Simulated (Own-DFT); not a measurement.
# Response to strain: wurtzite AlGaN with randomly placed atoms, 72 atoms (Al9Ga27N36)

These are calculations, not measurements. They come from Own-DFT, an in-house plane-wave density functional program, since retired, whose code no person has reviewed. Each row is one single-point run on a periodic cell that was not relaxed, without spin or spin-orbit coupling.

Settings of every run: PBE; PseudoDojo norm-conserving scalar-relativistic files; cutoff 42 hartree; 4 x 4 x 3 k mesh centred on Gamma; Fermi-Dirac smearing of 0.1 eV.

Known limits: forces on such cells passed a denser k mesh, each cell not checked; stress not checked against mesh or cutoff.

Unstrained cell vectors in Å: (9.509, 0.000, 0.000); (-4.755, 8.235, 0.000); (0.000, 0.000, 10.268). The unstrained cell has measured lattice constants (interpolated for alloys), not those of this functional. That, the random moves and any unrelaxed bonds set the pressure at no strain. Each run strains this cell uniformly, with the atoms carried along. Every atom was also moved at random, by a Gaussian of width 0.05 Å on each axis. The random placing of the alloy's atoms differs from row to row. Strain is the symmetric tensor, in per cent. Stress is positive in tension, and the pressure is minus a third of its trace.

```
run,e_xx (%),e_yy (%),e_zz (%),s_xx (GPa),s_yy (GPa),s_zz (GPa),P (GPa),E (meV/atom)
1,-1.25,-1.25,0.00,-12.77,-14.41,-12.78,13.32,50.1
2,1.75,1.75,0.00,1.71,0.92,-5.08,0.82,8.1
3,0.50,0.50,0.00,-4.77,-4.14,-7.34,5.42,7.6
4,-2.50,-2.50,0.00,-23.86,-21.75,-13.12,19.58,68.8
5,1.50,1.50,0.00,0.60,-0.14,-5.44,1.66,5.5
6,2.50,2.50,0.00,4.92,5.56,-4.63,-1.95,0.0
7,-0.25,-0.25,0.00,-7.86,-9.60,-7.68,8.38,12.0
8,-0.50,-0.50,0.00,-10.14,-10.17,-8.49,9.60,17.3
9,-1.00,-1.00,0.00,?,?,?,?,?
```

E is the free energy for each atom above the lowest run shown.

## Worked fit

The change of volume is close to e_xx + e_yy + e_zz. A straight line through the runs shown gives P = 8.09 - 212 x (fractional change of volume) GPa, with an error of 8 on the slope and a scatter of 0.69 GPa. The strain isn't the same on all axes and the cell isn't cubic, so the slope belongs to this path and is not the bulk modulus.

## Withheld run

Question: what pressure should run 9 give? Its volume changes by -1.99 %.

The line gives 12.3 GPa. The calculation gave 12.06 GPa.
